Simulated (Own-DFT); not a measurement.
# A layer strained by its substrate: wurtzite AlGaN with randomly placed atoms, 72 atoms (Al9Ga27N36)

Everything here is calculated. The program is Own-DFT (plane waves, in-house, since retired, never reviewed by a person); positions were held fixed, and spin and spin-orbit coupling were off.

Settings: PBE; PseudoDojo norm-conserving scalar-relativistic files (stringent for Ga); cutoff 96 hartree; 4 x 4 x 3 k mesh centred on Gamma; Gaussian smearing of 0.01 eV.

Limits: forces on such cells passed a denser k mesh, each cell not checked; stress not checked against mesh or cutoff.

Unstrained cell vectors in Å: (9.509, 0.000, 0.000); (-4.755, 8.235, 0.000); (0.000, 0.000, 10.268). The unstrained cell has measured lattice constants (interpolated for alloys), not those of this functional. That, the random moves and any unrelaxed bonds set the pressure at no strain. Each run strains x and y alike by e, as a substrate would, and holds the height along z. Each atom got a random Gaussian move of width 0.05 Å along each axis. The random placing of the alloy's atoms differs from row to row. Stress is positive in tension.

| e (%) | u (Å) | (s_xx + s_yy)/2 (GPa) | s_zz (GPa) |
|---|---|---|---|
| -2.50 | 0.050 | -21.97 | -12.38 |
| -2.25 | 0.048 | -20.18 | -11.24 |
| -1.50 | 0.053 | -16.45 | -10.09 |
| -1.25 | 0.047 | -13.09 | -10.87 |
| -0.50 | 0.046 | -9.58 | -7.46 |
| -0.25 | 0.049 | ? | ? |
| 1.50 | 0.050 | 0.61 | -5.54 |
| 2.00 | 0.048 | 2.30 | -2.80 |
| 2.25 | 0.051 | 4.30 | -4.87 |
| 2.50 | 0.056 | 4.38 | -4.12 |

## What the rows give

With e as a fraction, the in-plane stress is -6.8 + 534 e - 3022 e² GPa (errors 11 and 1018, scatter 0.62), and s_zz is -7.8 + 168 e GPa (slope ± 17, scatter 0.95). At e = 0 the first slope is C11 + C12 and the second 2 C13, both with the ions held to the strained lattice and at the cell's own pressure. A free layer would change its height as e changes, and the in-plane slope would drop by 2 C13²/C33 to the biaxial modulus. At fixed height, a misfit of 1 % moves the in-plane stress by about 5.3 GPa and s_zz by 1.7 GPa.

## Prediction

Q: what are the two stresses at e = -0.25 %?

Estimate: -8.1 and -8.2 GPa. The run itself gave -7.73 and -8.64 GPa.
